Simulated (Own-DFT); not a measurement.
Simulation results for SiC (4H silicon carbide, atoms displaced)

Computed with Own-DFT development build. A calculation, not a measurement: plane-wave PBE density functional theory by an unreviewed code, no spin, of a simulated periodic cell, stress positive in tension, free energy of the whole cell less one offset for each atom, forces on such cells passed a denser k mesh, this cell's mesh not checked; offsets are fitted by least squares, one for each functional and potential file, so energies compare only between cells with the same atoms and settings and are not formation energies; the far tail of each file's local potential was reset to the Coulomb form; each entry is a single point on an unrelaxed cell, so the pressure reflects the starting lattice, mostly measured values (interpolated for alloys), from which strain is counted, and rises with the displacements; printed positions are rounded, which can move forces by about a meV/angstrom; the program, named Own-DFT, is a retired in-house code; no spin-orbit coupling.

Common to all runs: functional PBE; potential files PseudoDojo norm-conserving, scalar-relativistic, standard set; wave cutoff 42 hartree; occupations Fermi-Dirac; smearing width 0.1 eV; k mesh 4 x 4 x 3 centred on Gamma.

(1) SiC (4H silicon carbide, atoms displaced)

```xyz
72
Lattice="9.2481 0.0000 0.0000 -4.6241 8.0091 0.0000 0.0000 0.0000 10.0681" Properties=species:S:1:pos:R:3 SiC
Si     4.5793     7.9984     4.0568
Si     0.0239     1.7966     1.5078
C      0.0015     0.0095     0.9495
C     -0.0029     1.8174     3.4943
Si    -1.5279     2.6807     4.0592
Si    -1.5240     4.4218     1.5681
C      7.7008     2.6690     0.9625
C     -1.5227     4.4570     3.4183
Si     6.1061     5.3070     4.1137
Si    -3.0935     7.0995     1.5880
C     -3.0657     5.3368     0.9958
C     -3.0695     7.1364     3.4960
Si     3.0615     0.0086     4.0858
Si     3.1045     1.7893     1.5729
C      3.1115     0.0558     0.8878
C      3.0845     1.8222     3.4725
Si     1.5603     2.6857     4.0879
Si     1.5339     4.4766     1.5724
C      1.5668     2.6331     0.9658
C      1.5242     4.4593     3.4283
Si    -0.0211     5.3437     4.1102
Si    -0.0501     7.1774     1.5248
C     -0.0147     5.3266     0.9850
C      0.0025     7.1251     3.4799
Si     6.1261     0.0242     4.1108
Si     6.1877     1.7147     1.5217
C      1.5787     7.9826     0.9629
C      6.1633     1.8140     3.4679
Si     4.6264     2.6660     4.1133
Si     4.6505     4.4565     1.5723
C      4.6791     2.6803     1.0172
C      4.6630     4.4357     3.4217
Si     3.0835     5.3304     4.0734
Si     3.1108     7.0749     1.5786
C      3.0930     5.2705     0.8874
C      3.0887     7.1244     3.4645
Si     0.0113     0.0607     9.0906
Si     4.6291     6.2271     6.5761
C      4.6270     8.0016     5.9700
C      4.5925     6.2638     8.5235
Si     6.1500     5.3428     9.1070
Si     6.1774     3.5602     6.6381
C     -3.0592     5.3077     5.9444
C      6.1228     3.5752     8.4640
Si     7.6604     2.6700     9.0665
Si     7.7047     0.8858     6.6271
C     -1.5436     2.7028     5.9753
C      7.7415     0.9132     8.5223
Si     1.5145     7.9559     9.1363
Si     1.5346     6.2422     6.5849
C      6.1303     0.0438     5.9482
C      1.5795     6.2679     8.4880
Si     3.0441     5.3816     9.1158
Si     3.1113     3.5961     6.5865
C      3.0799     5.3280     5.9481
C      3.0782     3.5928     8.4859
Si     4.6196     2.6256     9.1621
Si     4.5804     0.9352     6.5849
C      4.6837     2.6778     6.0247
C      4.6575     0.8854     8.5346
Si    -1.5075     7.9934     9.1328
Si    -1.5816     6.2519     6.6344
C      3.0698     0.0032     5.9381
C     -1.5279     6.1851     8.4983
Si     0.0308     5.2964     9.1025
Si    -0.0038     3.5577     6.6168
C     -0.0014     5.3180     6.0021
C     -0.0198     3.6062     8.4729
Si     1.5712     2.6374     9.1546
Si     1.5703     0.7902     6.6432
C      1.5560     2.6936     5.9957
C      1.5773     0.8493     8.4655
```

```
free energy of cell above offsets : -10.840 eV
pressure                          : 3.59 GPa
stress xx                         : -3.2 GPa
stress yy                         : -3.2 GPa
stress zz                         : -4.37 GPa
stress yz                         : -0.45 GPa
stress xz                         : -0.5 GPa
stress xy                         : -0.13 GPa
```

Force:
```tsv
element	x (eV/Å)	y (eV/Å)	z (eV/Å)
Si	1.227	1.066	0.594
Si	-0.709	-0.4	1.846
C	0.232	-0.298	-0.496
C	0.416	-0.893	-1.107
Si	-0.339	0.349	0.514
Si	-0.433	0.363	0.221
C	0.216	-0.328	-1.475
C	-0.713	0.084	1.286
Si	2.049	0.695	-1.229
Si	0.492	0.752	-0.024
C	0.029	0.054	-1.466
C	-0.851	-0.589	-0.536
Si	0.558	0.224	-0.412
Si	0.326	0.351	0.514
C	-1.106	-0.702	1.171
C	0.143	-0.92	-0.047
Si	-0.75	0.072	0.493
Si	0.123	-0.747	-0.15
C	-0.018	1.03	-0.657
C	0.44	0.165	0.859
Si	0.185	-0.052	-0.449
Si	1.339	-1.446	1.41
C	0.33	0.767	-1.549
C	-0.655	0.312	-0.569
Si	0.715	0.189	-1.059
Si	0.224	1.293	1.72
C	-0.635	-0.642	-0.74
C	0.09	-0.911	-0.377
Si	0.434	0.209	-0.353
Si	-0.04	-0.328	-0.29
C	-0.691	-0.569	-1.568
C	-1.516	0.091	1.135
Si	-0.036	-0.036	-0.403
Si	-0.175	0.141	-0.243
C	-0.071	1.134	1.24
C	-0.829	-0.452	-0.047
Si	0.184	-1.338	0.94
Si	-0.192	-0.142	0.558
C	-0.28	-0.14	-0.017
C	0.577	-0.138	-0.785
Si	-0.265	0.146	0.845
Si	0.421	0.066	-0.932
C	-0.734	0.559	1.157
C	0.174	-0.342	1.3
Si	0.709	0.889	1.15
Si	0.034	0.526	-0.66
C	0.142	-0.772	0.133
C	-1.305	-0.443	-0.566
Si	1.334	1.486	0.199
Si	-0.051	0.1	-0.175
C	0.351	-0.635	1.196
C	-1.275	-0.959	-0.38
Si	1.313	-1.014	-0.314
Si	-0.559	-0.969	0.587
C	0.182	0.74	0.136
C	0.185	-0.613	0.495
Si	-0.212	1.556	-0.107
Si	0.756	-0.917	0.734
C	-1.339	0.481	-1.061
C	-0.689	-0.329	-0.906
Si	-0.343	-0.285	-0.867
Si	1.152	-0.793	-0.962
C	0.457	-0.258	0.989
C	-0.12	0.871	0.379
Si	-0.284	1.17	0.826
Si	0.414	-0.173	-0.545
C	-0.324	0.89	-0.222
C	0.506	-2.051	0.818
Si	-0.386	0.806	-1.212
Si	-0.87	2.399	-1.596
C	0.205	-0.928	-0.114
C	0.131	0.524	1.222
```

(2) SiC (4H silicon carbide, atoms displaced)

```xyz
72
Lattice="9.2481 0.0000 0.0000 -4.6241 8.0091 0.0000 0.0000 0.0000 10.0681" Properties=species:S:1:pos:R:3 SiC
Si    -4.5887     7.9963     4.0769
Si    -0.0178     1.7749     1.5720
C      4.5858     7.9846     0.9480
C      0.0043     1.7841     3.4484
Si     7.6980     2.6824     4.0624
Si    -1.5261     4.4147     1.5510
C     -1.5341     2.6885     0.9358
C     -1.6227     4.4574     3.4661
Si    -3.0594     5.3010     4.1019
Si    -3.0905     7.1487     1.5994
C      6.1679     5.3117     0.9649
C     -3.1025     7.1507     3.4440
Si     3.1073     0.0302     4.1206
Si     3.0585     1.8085     1.5181
C      3.1282     0.0184     0.9938
C      3.1393     1.7420     3.4290
Si     1.5715     2.6440     4.1076
Si     1.5456     4.4866     1.5789
C      1.5676     2.6669     0.9493
C      1.5255     4.4938     3.4446
Si    -0.0018     5.3088     4.0631
Si    -0.0170     7.0979     1.5353
C     -0.0050     5.3617     0.9325
C      0.0168     7.1320     3.4344
Si     6.1525     0.0098     4.0784
Si     6.1523     1.7828     1.5664
C      6.1531     0.0234     0.9321
C      6.1121     1.8285     3.4652
Si     4.6384     2.6568     4.1026
Si     4.5988     4.4823     1.5974
C      4.6168     2.6750     0.9291
C      4.6203     4.4560     3.4852
Si     3.1350     5.3159     4.0830
Si     3.0798     7.1373     1.5761
C      3.0605     5.3374     0.9014
C      3.0559     7.1722     3.4115
Si     0.0305     0.0358     9.1201
Si     4.6493     6.2803     6.6455
C      4.5997     7.9955     5.9700
C      4.6337     6.2298     8.4635
Si    -3.0048     5.2917     9.1221
Si     6.1573     3.6012     6.6172
C      6.1703     5.2666     5.9789
C      6.1638     3.5577     8.4837
Si    -1.5003     2.6839     9.1449
Si     7.7137     0.8823     6.6456
C     -1.5368     2.6753     5.9691
C      7.7017     0.8399     8.4997
Si     6.1660     0.0002     9.1089
Si     1.5534     6.2467     6.6247
C      1.5459     7.9897     5.9886
C      1.5093     6.2829     8.5129
Si     3.0503     5.3653     9.1197
Si     3.1162     3.6193     6.5687
C      3.0638     5.3432     5.9658
C      3.0610     3.5174     8.4618
Si     4.6218     2.6486     9.0600
Si     4.6035     0.8699     6.6048
C      4.6073     2.6586     5.9636
C      4.6191     0.9336     8.4832
Si    -1.5641     8.0074     9.1239
Si    -1.5578     6.2329     6.5893
C      3.1009     0.0091     5.9168
C     -1.5439     6.2470     8.5101
Si    -0.0431     5.3583     9.1487
Si    -0.0097     3.5518     6.5722
C      0.0027     5.3483     5.9881
C     -0.0201     3.5012     8.4683
Si     1.5420     2.6084     9.1626
Si     1.5172     0.8508     6.5680
C      1.5149     2.6736     5.9575
C      1.5385     0.9968     8.5072
```

```
free energy of cell above offsets : -10.610 eV
pressure                          : 3.78 GPa
stress xx                         : -2.93 GPa
stress yy                         : -3.34 GPa
stress zz                         : -5.08 GPa
stress yz                         : -0.29 GPa
stress xz                         : 0.57 GPa
stress xy                         : 0.56 GPa
```

Force:
```tsv
element	x (eV/Å)	y (eV/Å)	z (eV/Å)
Si	-1.477	0.57	-0.205
Si	0.536	-0.102	0.025
C	1.097	0.803	-0.461
C	0.008	0.08	0.313
Si	-0.141	-0.51	0.608
Si	-0.635	1.126	0.741
C	-0.017	-0.797	0.196
C	2.46	-0.623	-0.737
Si	-1.436	1.529	-0.117
Si	0.382	-0.656	-0.849
C	0.174	0.773	-0.394
C	1.083	-0.969	1.219
Si	-0.107	-0.919	-2.331
Si	1.539	-0.584	1.256
C	-1.657	-0.206	-1.59
C	-1.027	1.208	0.426
Si	-0.137	0.513	-1.065
Si	-0.082	-0.606	-0.403
C	-1.421	0.459	0.048
C	0.89	-1.271	0.322
Si	-0.495	1.156	0.573
Si	0.835	1.043	1.061
C	-0.151	-0.915	0.207
C	-0.6	-0.69	0.466
Si	0.114	0.199	0.066
Si	-0.437	0.288	0.021
C	0.146	-0.455	-0.145
C	1.623	-1.052	-0.276
Si	-0.884	0.517	-0.288
Si	0.323	-0.891	-0.845
C	0.027	0.443	-0.394
C	0.399	-0.362	-0.274
Si	-1.666	1.5	-0.002
Si	-0.821	-0.391	-0.711
C	0.334	0.581	0.976
C	0.935	-0.963	1.403
Si	-0.493	-0.98	0.069
Si	-0.549	-1.65	-1.243
C	0.51	0.236	-0.152
C	0.519	0.167	1.537
Si	-2.14	0.808	0.442
Si	0.267	-2.34	-0.134
C	-0.215	2.689	-0.217
C	0.589	-0.402	0.318
Si	-1.242	-0.971	-0.965
Si	-0.525	0.489	-0.941
C	-0.511	-0.304	-0.078
C	0.414	1.195	0.48
Si	-0.403	0.74	0.534
Si	-0.516	-0.478	-0.363
C	-0.082	0.675	-0.299
C	-0.014	-1.353	-0.148
Si	0.564	-0.793	-0.802
Si	-1.141	-1.633	0.642
C	0.872	0.94	0.094
C	0.069	1.211	0.441
Si	-0.257	1.403	1.271
Si	0.723	0.619	-0.105
C	0.506	0.253	0.343
C	-0.162	-1.778	-0.1
Si	0.417	0.892	0.533
Si	0.526	-0.425	-0.067
C	-0.883	-0.526	1.988
C	-0.09	0.123	-0.63
Si	1.144	-0.863	-1.113
Si	0.07	0.169	0.418
C	-0.079	-0.047	-0.312
C	0.877	1.435	0.735
Si	0.032	3.379	-0.623
Si	0.487	1.528	0.437
C	0.851	-0.258	0.205
C	0.15	-3.976	-1.035
```

(3) SiC (4H silicon carbide, atoms displaced)

```xyz
72
Lattice="9.2481 0.0000 0.0000 -4.6241 8.0091 0.0000 0.0000 0.0000 10.0681" Properties=species:S:1:pos:R:3 SiC
Si     0.0150     0.0309     4.0907
Si    -0.0346     1.7778     1.5887
C      9.2068     0.0262     0.9365
C     -0.0044     1.7824     3.4565
Si     7.6838     2.6343     4.1065
Si    -1.5057     4.4350     1.5640
C      7.6952     2.6266     0.9215
C     -1.5379     4.4885     3.4538
Si     6.1506     5.3394     4.0735
Si    -3.0787     7.1221     1.5855
C      6.1600     5.3470     0.9747
C     -3.0596     7.1711     3.4587
Si     3.0504     0.0173     4.1221
Si     3.0477     1.8248     1.5395
C     -1.6004     7.9890     0.9380
C      3.0729     1.8136     3.4841
Si     1.5691     2.6929     4.1443
Si     1.6225     4.4599     1.5837
C      1.5330     2.7220     0.9845
C      1.6012     4.4337     3.4083
Si    -0.0081     5.3494     4.0972
Si     0.0207     7.0975     1.6065
C     -0.0213     5.3353     0.9357
C      0.0025     7.1623     3.4522
Si     6.1937     0.0283     4.1057
Si     6.1948     1.8053     1.5537
C      1.5696     7.9586     0.9425
C      6.1441     1.7297     3.4476
Si     4.6260     2.6216     4.0239
Si     4.6640     4.4700     1.5713
C      4.5632     2.6498     0.9410
C      4.5689     4.4065     3.4381
Si     3.0375     5.3255     4.1223
Si     3.0604     7.1033     1.6045
C      3.1037     5.3486     0.9185
C      3.1085     7.0835     3.4363
Si     4.6203     7.9993     9.1860
Si     4.6121     6.2401     6.6309
C      9.2281     0.0297     5.9783
C      4.6334     6.2225     8.4978
Si    -3.0623     5.3314     9.0929
Si     6.1708     3.5300     6.6326
C     -3.0645     5.3279     5.9337
C      6.1412     3.5925     8.4853
Si     7.7048     2.6682     9.0872
Si     7.7189     0.9172     6.6118
C     -1.5175     2.6716     5.9513
C      7.7074     0.8807     8.5026
Si     6.1447     0.0272     9.1108
Si     1.5330     6.2111     6.6006
C      1.5339     7.9777     5.9528
C      1.5616     6.2297     8.5142
Si     3.0396     5.2697     9.1488
Si     3.0452     3.5742     6.6262
C      3.0962     5.3504     5.9417
C      3.1034     3.5208     8.4929
Si     4.6572     2.6164     9.1101
Si     4.6871     0.9275     6.5760
C      4.5926     2.6076     5.9839
C      4.6063     0.8919     8.4109
Si    -1.4926     7.9651     9.1612
Si    -1.5180     6.2934     6.6158
C      3.0372     0.0234     6.0017
C     -1.5733     6.2387     8.4556
Si    -0.0228     5.3364     9.1095
Si     0.0566     3.5256     6.5875
C     -0.0079     5.3217     5.9448
C      0.0394     3.5841     8.5206
Si     1.5892     2.6477     9.0452
Si     1.5549     0.8798     6.5854
C      1.5171     2.7318     5.9627
C      1.5134     0.9103     8.4512
```

```
free energy of cell above offsets : -10.495 eV
pressure                          : 3.76 GPa
stress xx                         : -2.55 GPa
stress yy                         : -2.9 GPa
stress zz                         : -5.83 GPa
stress yz                         : -0.06 GPa
stress xz                         : 0.52 GPa
stress xy                         : -0.26 GPa
```

Force:
```tsv
element	x (eV/Å)	y (eV/Å)	z (eV/Å)
Si	-0.339	-0.707	-0.181
Si	1.014	0.344	-0.399
C	0.68	-0.682	1.113
C	0.053	0.444	0.669
Si	0.302	1.053	-0.965
Si	-0.733	0.047	0.23
C	0.237	1.305	-0.161
C	-0.163	-1.236	0.113
Si	-0.237	0.063	-0.276
Si	-0.875	0.174	-0.15
C	0.871	-0.224	-1.038
C	-0.79	-0.937	0.263
Si	0.979	0.296	-0.629
Si	-0.429	-1.247	1.035
C	1.652	0.732	0.249
C	-0.275	-1.035	-0.478
Si	-0.598	-0.012	-1.996
Si	-1.465	0.181	-0.816
C	-0.36	-1.039	-1.565
C	-1.63	0.424	1.769
Si	0.564	0.119	-1.041
Si	-0.731	0.467	-0.84
C	1.03	0.024	0.02
C	-0.006	-0.507	1.132
Si	-0.268	-1.565	-0.846
Si	-1.355	-1.406	0.062
C	-1.076	1.276	-0.22
C	0.835	1.207	-0.099
Si	-0.221	0.856	1.301
Si	-1.194	-0.638	-0.171
C	1.88	0.457	-0.498
C	1.084	0.695	0.602
Si	1.243	0.119	-1.342
Si	0.77	0.006	-1.075
C	0.317	-0.147	0.584
C	-0.298	0.682	1.301
Si	0.061	0.121	-1.687
Si	0.69	-0.073	-0.771
C	0.457	-0.429	-0.178
C	-0.593	-0.237	0.575
Si	-0.92	0.675	0.872
Si	-0.325	0.744	-1.48
C	-0.342	0.287	1.183
C	0.745	-1.141	0.485
Si	0.413	0.062	0.332
Si	-0.313	-0.693	-0.047
C	-0.373	-0.124	0.991
C	-0.156	0.336	-0.148
Si	0.547	-0.794	0.156
Si	0.139	0.001	0.115
C	0.631	0.674	0.611
C	-0.78	-0.098	-0.515
Si	1.164	1.279	-0.705
Si	1.243	-0.151	-0.701
C	-0.4	-0.273	1.42
C	0.231	0.353	-0.09
Si	-0.708	0.826	0.204
Si	-1.496	-1.666	-0.25
C	0.559	2.116	-0.851
C	0.617	-0.554	1.847
Si	-1.439	1.089	-1.193
Si	-0.721	-1.514	-1.119
C	1.69	0.052	-0.657
C	0.973	-0.313	0.935
Si	0.552	0.498	0.244
Si	-2.131	1.493	0.785
C	0.266	0.382	0.937
C	-0.587	-0.747	-0.977
Si	-1.076	0.188	2.052
Si	-1.096	0.722	0.453
C	1.324	-1.62	0.482
C	0.685	-1.058	1.033
```
